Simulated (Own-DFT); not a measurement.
# How strain changes the stress of wurtzite AlGaN with randomly placed atoms, 72 atoms (Al27Ga9N36)

All numbers below are calculated, not measured. The program, named Own-DFT, is a retired in-house plane-wave density functional code that no person has reviewed. Each row is one single-point run on a periodic cell that was not relaxed, without spin or spin-orbit coupling.

Settings of every run: PBE; PseudoDojo norm-conserving scalar-relativistic files (stringent for Ga); cutoff 96 hartree; 4 x 4 x 3 k mesh centred on Gamma; Gaussian smearing of 0.01 eV.

Known limits: forces on such cells passed a denser k mesh, each cell not checked; stress not checked against mesh or cutoff.

Unstrained cell vectors in Å: (9.394, 0.000, 0.000); (-4.697, 8.135, 0.000); (0.000, 0.000, 10.066). The unstrained cell has measured lattice constants (interpolated for alloys), not those of this functional. That, the random moves and any unrelaxed bonds set the pressure at no strain. Each run strains this cell uniformly, with the atoms carried along. Every atom was also moved at random, by a Gaussian of width 0.05 Å on each axis. The random placing of the alloy's atoms differs from row to row. Strain is the symmetric tensor, in per cent. Stress is positive in tension, and the pressure is minus a third of its trace.

| run | e_xx (%) | e_yy (%) | e_zz (%) | s_xx (GPa) | s_yy (GPa) | s_zz (GPa) | P (GPa) | E (meV/atom) |
|---|---|---|---|---|---|---|---|---|
| 1 | -0.75 | -0.75 | 0.00 | -11.40 | -10.81 | -6.93 | 9.71 | 30.1 |
| 2 | 2.25 | 2.25 | 0.00 | 6.92 | 4.77 | -3.46 | -2.74 | 0.0 |
| 3 | -2.75 | -2.75 | 0.00 | -24.18 | -25.82 | -12.50 | 20.83 | 105.0 |
| 4 | -1.25 | -1.25 | 0.00 | -13.79 | -11.88 | -8.46 | 11.38 | 14.9 |
| 5 | 3.00 | 3.00 | 0.00 | 7.09 | 8.93 | -1.54 | -4.82 | 15.9 |
| 6 | 0.50 | 0.50 | 0.00 | -4.55 | -3.15 | -4.37 | 4.02 | 11.5 |
| 7 | 0.25 | 0.25 | 0.00 | -6.12 | -3.91 | -6.16 | 5.40 | 10.6 |
| 8 | -2.00 | -2.00 | 0.00 | -18.60 | -17.88 | -12.23 | 16.23 | 68.7 |
| 9 | -0.25 | -0.25 | 0.00 | ? | ? | ? | ? | ? |

E is the free energy for each atom above the lowest run shown.

## Worked fit

The change of volume is close to e_xx + e_yy + e_zz. A straight line through the runs shown gives P = 7.17 - 219 x (fractional change of volume) GPa, with an error of 11 on the slope and a scatter of 1.19 GPa. The strain isn't the same on all axes and the cell isn't cubic, so the slope belongs to this path and is not the bulk modulus.

## Withheld run

Question: what pressure should run 9 give? Its volume changes by -0.50 %.

The line gives 8.3 GPa. The calculation gave 7.19 GPa.
